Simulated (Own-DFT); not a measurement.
# Device materials side by side: how hard are they to compress?

No measurement is shown. These are fixed-geometry runs of a retired plane-wave code named Own-DFT, which no person has reviewed; spin and spin-orbit coupling are neglected.

Limits (not all hold for every row): forces on such cells moved up to 12 meV/angstrom on a denser k mesh; forces not confirmed at this smearing and k mesh; k mesh not checked against a denser one; forces on such cells passed a denser k mesh, each cell not checked; stress not checked against mesh or cutoff.

All runs are PBE with PseudoDojo norm-conserving files; cutoff and k mesh are each material's own. Every cell starts from measured lattice constants and was given uniform random strains and small random moves of its atoms. Each triple is the change of volume in per cent, the rms move u in Å and the pressure in GPa.

- 3C SiC (C48Si48), 10.36 Å³/atom unstrained: (-1.66, 0.052, 10.21); (-1.51, 0.051, 9.71); (-0.95, 0.046, 7.16); (-0.61, 0.049, 6.87); (-0.35, 0.051, 6.28); (0.20, 0.049, 5.20); (2.48, 0.052, 0.35)
- wurtzite AlN (Al36N36), 10.45 Å³/atom unstrained: (-2.43, 0.049, 11.22); (-1.99, 0.047, 10.15); (-0.24, 0.049, 6.28); (0.18, 0.056, 6.16); (1.27, 0.051, 3.44); (1.55, 0.050, 2.30); (2.59, 0.050, 0.98)
- wurtzite GaN (Ga36N36), 11.42 Å³/atom unstrained: (-3.10, 0.048, 14.09); (-2.02, 0.047, 11.12); (-1.36, 0.053, 9.37); (-1.09, 0.049, 9.52); (-0.28, 0.053, 8.27); (0.15, 0.052, 7.07); (1.75, 0.047, 3.51)
- diamond silicon (Si64), 20.02 Å³/atom unstrained: (-2.87, 0.055, 5.73); (-1.26, 0.054, 4.24); (-0.82, 0.049, 3.39); (-0.46, 0.047, 3.02); (0.47, 0.053, 2.31); (1.33, 0.044, 1.35); (2.93, 0.053, 0.37)
- zincblende InP (In48P48), 25.27 Å³/atom unstrained: withheld
- grey tin (Sn64), 34.15 Å³/atom unstrained: (-1.89, 0.051, 4.93); (-0.82, 0.056, 4.37); (-0.72, 0.051, 4.05); (-0.61, 0.051, 4.05); (0.06, 0.050, 3.66); (0.85, 0.049, 3.21); (1.52, 0.053, 2.89)

## Fit

Fit a line to each set against the fractional change of volume; B is minus its slope, and u is nearly the same within a set. To take it to zero pressure, assume that B rises by 4 GPa for each GPa: B0 = B - 4 x (mean pressure). The bond length of an ideal tetrahedral crystal with the unstrained volume v is d = (√3/4)(8 v)^(1/3). Cohen's empirical rule reads B0 = (1971 - 220 L) d^(-3.5) GPa, with L = 0 for group IV crystals and SiC and 1 for III-V compounds.

```
                material  L  d (Å)   B (GPa)  mean P (GPa)  B0 (GPa)  rule (GPa)
        3C SiC (C48Si48)  0  1.888  230 ± 16           6.5  204 ± 16         213
  wurtzite AlN (Al36N36)  1  1.893   208 ± 8           5.8   185 ± 8         188
  wurtzite GaN (Ga36N36)  1  1.950  208 ± 12           9.0  172 ± 12         169
  diamond silicon (Si64)  0  2.352    94 ± 6           2.9    83 ± 6          99
zincblende InP (In48P48)  1  2.541         ?             ?         ?          67
         grey tin (Sn64)  0  2.810    60 ± 3           3.9    45 ± 3          53
```

A line through ln[B0/(1971 - 220 L)] against ln d has a slope of -4.0 ± 0.1 and a scatter of 5 %. Against the rule, B0 stands at 96 % for 3C SiC, 99 % for wurtzite AlN, 102 % for wurtzite GaN, 84 % for diamond silicon, 84 % for grey tin. PBE tends to make silicon and heavier crystals too soft, and the rule itself is only a guide.

## Test on the hidden row

Asked: what B0 does the fitted trend give for zincblende InP (In48P48)?

From the line: 57 GPa. Its own runs give B = 74 ± 4 GPa at a mean pressure of 3.6 GPa, so B0 = 60 GPa.
